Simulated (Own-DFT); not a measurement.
# Strain and stress in grey tin, 32 atoms (Sn32)

Calculated results; nothing here was measured. The program, named Own-DFT, is a retired in-house plane-wave density functional code that no person has reviewed. Each row is one single-point run on a periodic cell that was not relaxed, without spin or spin-orbit coupling.

Settings of every run: PBE; PseudoDojo norm-conserving scalar-relativistic files; cutoff 42 hartree; 3 x 3 x 5 k mesh centred on Gamma; cold (Marzari-Vanderbilt) smearing of 0.2 eV.

Known limits: forces on such cells failed a check on a denser k mesh; stress not checked against mesh or cutoff.

Unstrained cell vectors in Å: (12.978, 0.000, 0.000); (0.000, 12.978, 0.000); (0.000, 0.000, 6.489). The unstrained cell has measured lattice constants (interpolated for alloys), not those of this functional. That, the random moves and any unrelaxed bonds set the pressure at no strain. Each run strains this cell uniformly, with the atoms carried along. Every atom was also moved at random, by a Gaussian of width 0.05 Å on each axis. Strain is the symmetric tensor, in per cent. Stress is positive in tension, and the pressure is minus a third of its trace.

| run | e_xx (%) | e_yy (%) | e_zz (%) | s_xx (GPa) | s_yy (GPa) | s_zz (GPa) | P (GPa) | E (meV/atom) |
|---|---|---|---|---|---|---|---|---|
| 1 | -1.00 | -1.00 | 0.00 | -4.82 | -4.71 | -4.42 | 4.65 | 38.5 |
| 2 | -0.50 | -0.50 | 0.00 | -4.16 | -4.20 | -4.01 | 4.12 | 33.2 |
| 3 | 2.50 | 2.50 | 0.00 | -1.09 | -1.07 | -1.78 | 1.31 | 0.0 |
| 4 | -2.00 | -2.00 | 0.00 | -6.07 | -6.10 | -5.45 | 5.87 | 63.0 |
| 5 | 1.25 | 1.25 | 0.00 | -2.20 | -2.21 | -2.59 | 2.34 | 4.2 |
| 6 | 0.25 | 0.25 | 0.00 | -3.37 | -3.35 | -3.45 | 3.39 | 25.8 |
| 7 | 3.00 | 3.00 | 0.00 | -0.87 | -0.71 | -1.59 | 1.06 | 12.7 |
| 8 | -1.50 | -1.50 | 0.00 | -5.37 | -5.37 | -4.94 | 5.22 | 47.4 |
| 9 | 0.75 | 0.75 | 0.00 | ? | ? | ? | ? | ? |

E is the free energy for each atom above the lowest run shown.

## Worked fit

The change of volume is close to e_xx + e_yy + e_zz. A straight line through the runs shown gives P = 3.75 - 48 x (fractional change of volume) GPa, with an error of 2 on the slope and a scatter of 0.17 GPa. The strain isn't the same on all axes, but the crystal is cubic, so the slope still estimates the bulk modulus, averaged over pressures from 1.1 to 5.9 GPa.

## Withheld run

Question: what pressure should run 9 give? Its volume changes by 1.51 %.

The line gives 3.0 GPa. The calculation gave 2.80 GPa.
